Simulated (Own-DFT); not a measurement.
# Computed records: SiC (2H silicon carbide, atoms displaced)

All values are calculated (Own-DFT development build). A calculation, not a measurement: plane-wave PBE density functional theory by an unreviewed code, no spin, of a simulated periodic cell, stress positive in tension, free energy of the whole cell less one offset for each atom, forces on such cells passed a denser k mesh, this cell's mesh not checked; offsets are fitted by least squares, one for each functional and potential file, so energies compare only between cells with the same atoms and settings and are not formation energies; the far tail of each file's local potential was reset to the Coulomb form; each entry is a single point on an unrelaxed cell, so the pressure reflects the starting lattice, mostly measured values (interpolated for alloys), from which strain is counted, and rises with the displacements; printed positions are rounded, which can move forces by about a meV/angstrom; the program, named Own-DFT, is a retired in-house code; no spin-orbit coupling.

### SiC (2H silicon carbide, atoms displaced)

```
cell vectors (Å)
   6.1654     0.0000     0.0000
  -3.0827     5.3394     0.0000
   0.0000     0.0000    10.0681
atoms (fractions of the cell vectors)
Si  0.99612  0.96417  0.01089
Si  0.16265  0.29996  0.25384
C   0.00915  0.99773  0.17633
C   0.13660  0.30415  0.44884
Si  0.97078  0.00037  0.49219
Si  0.18082  0.35084  0.73920
C   0.96858  0.98534  0.67219
C   0.15447  0.27915  0.93238
Si  0.97668  0.48642  0.00857
Si  0.17853  0.82509  0.25447
C   0.02065  0.49058  0.18182
C   0.21276  0.86519  0.42910
Si  0.99225  0.51114  0.48669
Si  0.16070  0.81509  0.73999
C   0.03515  0.53028  0.69189
C   0.13832  0.78928  0.94792
Si  0.53034  0.02869  0.98882
Si  0.66350  0.33757  0.24285
C   0.48241  0.97507  0.18981
C   0.70418  0.36386  0.41695
Si  0.52811  0.01824  0.50647
Si  0.66112  0.33764  0.73984
C   0.49290  0.02019  0.68419
C   0.69895  0.35588  0.93944
Si  0.52938  0.48254  0.99646
Si  0.66121  0.80968  0.25415
C   0.48414  0.50991  0.18913
C   0.66874  0.80925  0.42291
Si  0.50447  0.51834  0.51511
Si  0.69291  0.84320  0.74013
C   0.50181  0.51605  0.68054
C   0.62704  0.80249  0.94279
```

* functional: PBE
* potential files: PseudoDojo norm-conserving, scalar-relativistic, standard set
* wave cutoff: 42 hartree
* occupations: Fermi-Dirac
* smearing width: 0.1 eV
* hardware: one NVIDIA H100
* k mesh: 5 x 5 x 3 centred on Gamma

Question: SiC (2H silicon carbide, atoms displaced): stress yy?
Answer: -15.71 GPa

Question: Give the missing stress xx for SiC (2H silicon carbide, atoms displaced).
Answer: -7.9 GPa

Further results for SiC (2H silicon carbide, atoms displaced):

- free energy of cell above offsets: 8.457 eV
- pressure: 13.7 GPa
- stress zz: -17.49 GPa
- stress yz: -2.93 GPa
- stress xz: 0.01 GPa
- stress xy: -3.13 GPa
- wall time: 129.4 s

Force:
```csv
element,x (eV/Å),y (eV/Å),z (eV/Å)
Si,-1.517,0.956,-5.774
Si,-1.419,2.29,-0.245
C,-0.393,-2.321,6.173
C,1.31,5.688,-2.41
Si,4.091,-3.002,0.876
Si,-0.776,-3.58,3.015
C,6.074,3.555,-0.527
C,0.299,2.508,-0.551
Si,8.819,0.341,0.272
Si,-1.596,-0.639,-2.356
C,-2.291,-0.683,2.963
C,-2.36,-1.802,2.663
Si,4.673,2.478,1.868
Si,-2.206,7.473,4.233
C,-2.543,-8.059,-4.452
C,1.758,4.496,-3.533
Si,-2.021,-5.194,2.8
Si,0.803,-1.212,-1.479
C,2.929,3.845,-1.643
C,-4.258,-2.582,4.095
Si,-0.977,0.374,-3.864
Si,1.81,2.187,1.517
C,1.742,-1.356,0.988
C,-2.451,-4.689,-4.709
Si,-8.55,1.253,1.719
Si,-0.769,3.469,-4.46
C,3.074,-3.717,-1.368
C,-1.995,1.339,4.73
Si,0.185,-3.068,-7.352
Si,-6.125,-1.887,5.224
C,1.557,-0.331,3.96
C,3.124,1.871,-2.374
```
